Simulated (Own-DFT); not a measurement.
# Bulk modulus against bond length in tetrahedral crystals

No measurement is shown. These are fixed-geometry runs of a retired plane-wave code named Own-DFT, which no person has reviewed; spin and spin-orbit coupling are neglected.

Caveats (not all hold for every row): forces on such cells moved up to 12 meV/angstrom on a denser k mesh; forces not confirmed at this smearing and k mesh; k mesh not checked against a denser one; forces on such cells passed a denser k mesh, each cell not checked; stress not checked against mesh or cutoff.

All runs are PBE with PseudoDojo norm-conserving files; cutoff and k mesh are each material's own. Every cell starts from measured lattice constants and was given uniform random strains and small random moves of its atoms. Each triple is the change of volume in per cent, the rms move u in Å and the pressure in GPa.

- 2H SiC (C36Si36), 10.36 Å³/atom unstrained: (-3.83, 0.056, 16.06); (-0.84, 0.052, 7.33); (-0.79, 0.054, 7.68); (-0.08, 0.050, 6.15); (-0.03, 0.048, 5.74); (1.18, 0.054, 2.73); (2.34, 0.055, 1.47)
- wurtzite AlN (Al64N64), 10.45 Å³/atom unstrained: (-2.07, 0.050, 10.22); (-1.11, 0.054, 9.02); (-0.57, 0.051, 7.88); (0.96, 0.052, 3.89); (1.29, 0.053, 3.13); (1.73, 0.048, 1.86); (3.47, 0.053, -0.54)
- wurtzite GaN (Ga36N36), 11.42 Å³/atom unstrained: withheld
- diamond silicon (Si64), 20.02 Å³/atom unstrained: (-2.07, 0.050, 4.54); (-0.67, 0.044, 3.37); (0.92, 0.053, 1.81); (0.98, 0.050, 1.68); (1.96, 0.049, 0.94); (2.64, 0.051, 0.42); (3.91, 0.050, -0.95)
- zincblende GaP (Ga32P32), 20.24 Å³/atom unstrained: (-2.82, 0.047, 6.10); (-1.56, 0.050, 4.68); (-1.24, 0.047, 4.34); (-0.82, 0.050, 4.15); (0.10, 0.043, 3.33); (0.33, 0.051, 3.30); (2.45, 0.049, 1.51)
- zincblende GaAs (As32Ga32), 22.58 Å³/atom unstrained: (-3.06, 0.052, 6.65); (-2.67, 0.049, 6.56); (-2.37, 0.051, 6.43); (-1.62, 0.045, 5.32); (0.29, 0.051, 3.68); (2.16, 0.054, 2.63); (3.45, 0.048, 1.52)
- grey tin (Sn64), 34.15 Å³/atom unstrained: (-3.72, 0.048, 5.90); (-2.29, 0.053, 4.97); (-1.72, 0.053, 4.92); (-1.31, 0.053, 4.40); (-0.94, 0.051, 4.22); (0.62, 0.050, 3.40); (1.31, 0.053, 3.11)

## Analysis

Fit a line to each set against the fractional change of volume; B is minus its slope, and u is nearly the same within a set. To take it to zero pressure, assume that B rises by 4 GPa for each GPa: B0 = B - 4 x (mean pressure). The bond length of an ideal tetrahedral crystal with the unstrained volume v is d = (√3/4)(8 v)^(1/3). Cohen's empirical rule reads B0 = (1971 - 220 L) d^(-3.5) GPa, with L = 0 for group IV crystals and SiC and 1 for III-V compounds.

| material | L | d (Å) | B (GPa) | mean P (GPa) | B0 (GPa) | rule (GPa) |
|---|---|---|---|---|---|---|
| 2H SiC (C36Si36) | 0 | 1.888 | 242 ± 16 | 6.7 | 215 ± 16 | 213 |
| wurtzite AlN (Al64N64) | 1 | 1.893 | 211 ± 12 | 5.1 | 190 ± 12 | 188 |
| wurtzite GaN (Ga36N36) | 1 | 1.950 | ? | ? | ? | 169 |
| diamond silicon (Si64) | 0 | 2.352 | 91 ± 2 | 1.7 | 84 ± 2 | 99 |
| zincblende GaP (Ga32P32) | 1 | 2.360 | 84 ± 4 | 3.9 | 69 ± 4 | 87 |
| zincblende GaAs (As32Ga32) | 1 | 2.448 | 81 ± 4 | 4.7 | 62 ± 4 | 76 |
| grey tin (Sn64) | 0 | 2.810 | 56 ± 3 | 4.4 | 38 ± 3 | 53 |

A line through ln[B0/(1971 - 220 L)] against ln d has a slope of -4.4 ± 0.1 and a scatter of 3 %. Against the rule, B0 stands at 101 % for 2H SiC, 101 % for wurtzite AlN, 85 % for diamond silicon, 79 % for zincblende GaP, 82 % for zincblende GaAs, 72 % for grey tin. PBE tends to make silicon and heavier crystals too soft, and the rule itself is only a guide.

## Check

Q: what B0 does the fitted trend give for wurtzite GaN (Ga36N36)?

From the line: 166 GPa. Its own runs give B = 211 ± 9 GPa at a mean pressure of 10.4 GPa, so B0 = 169 GPa.
